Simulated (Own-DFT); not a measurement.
# What a defect does to the pressure of its cell: D0_22 TiAl3

Calculated, not measured: single-point runs of Own-DFT, a retired in-house plane-wave DFT program that no person has reviewed, on unrelaxed cells, without spin or spin-orbit coupling.

All runs used: PBE; PseudoDojo norm-conserving scalar-relativistic files; cutoff 42 hartree; 4 x 4 x 4 k mesh centred on Gamma; cold (Marzari-Vanderbilt) smearing of 0.2 eV.

Caveats: forces on such cells failed a check on a denser k mesh; stress not checked against mesh or cutoff.

All runs share one cell, with vectors in Å (-2.365, -6.981, 4.326); (-7.667, 3.491, 1.442); (-2.950, -3.488, -7.241) and a volume of 625.4 Å³. u is the rms random offset of the atoms per axis. The defect's site can differ from row to row.

```
                     cell   formula   u (Å)  P (GPa)
                no defect  Al30Ti10  0.0200     1.97
                no defect  Al30Ti10  0.0226     2.03
                no defect  Al30Ti10  0.0437     2.42
two Ti on an Al site each  Al28Ti12  0.0276        ?
two Ti on an Al site each  Al28Ti12  0.0308     3.11
two Ti on an Al site each  Al28Ti12  0.0448     3.58
two Ti on an Al site each  Al28Ti12  0.0541     3.70
 two Al on a Ti site each   Al32Ti8  0.0261     2.85
 two Al on a Ti site each   Al32Ti8  0.0271     2.83
 two Al on a Ti site each   Al32Ti8  0.0484     3.47
         two Al vacancies  Al28Ti10  0.0276     1.16
         two Al vacancies  Al28Ti10  0.0316     1.25
         two Al vacancies  Al28Ti10  0.0521     1.85
```

## Fit

P = P0 + c u² + a shift for each defect gives P0 = 1.83 GPa, c = 332 ± 23 GPa/Å² and a scatter of 0.06 GPa. The shifts, and each times the cell's volume:

- two Ti on an Al site each: 0.99 ± 0.06 GPa, 3.9 eV (1.9 eV for each of its 2 sites)
- two Al on a Ti site each: 0.81 ± 0.05 GPa, 3.2 eV (1.6 eV for each of its 2 sites)
- two Al vacancies: -0.90 ± 0.05 GPa, -3.5 eV (-1.8 eV for each of its 2 sites)

A positive shift means that the defect pushes the cell outwards. Shift times volume (160.2 GPa Å³ is 1 eV) depends little on the cell's size, so, taken for each site, it can be compared between cells at like pressure. The atoms around the defects weren't relaxed, which would change these numbers.

## Withheld run

The question: what pressure belongs in the blank (two Ti on an Al site each, u = 0.0276 Å)?

The fitted form gives 3.07 ± 0.08 GPa. DFT gave 3.33 GPa. That is outside the usual scatter, by luck or through something left out of the fit.
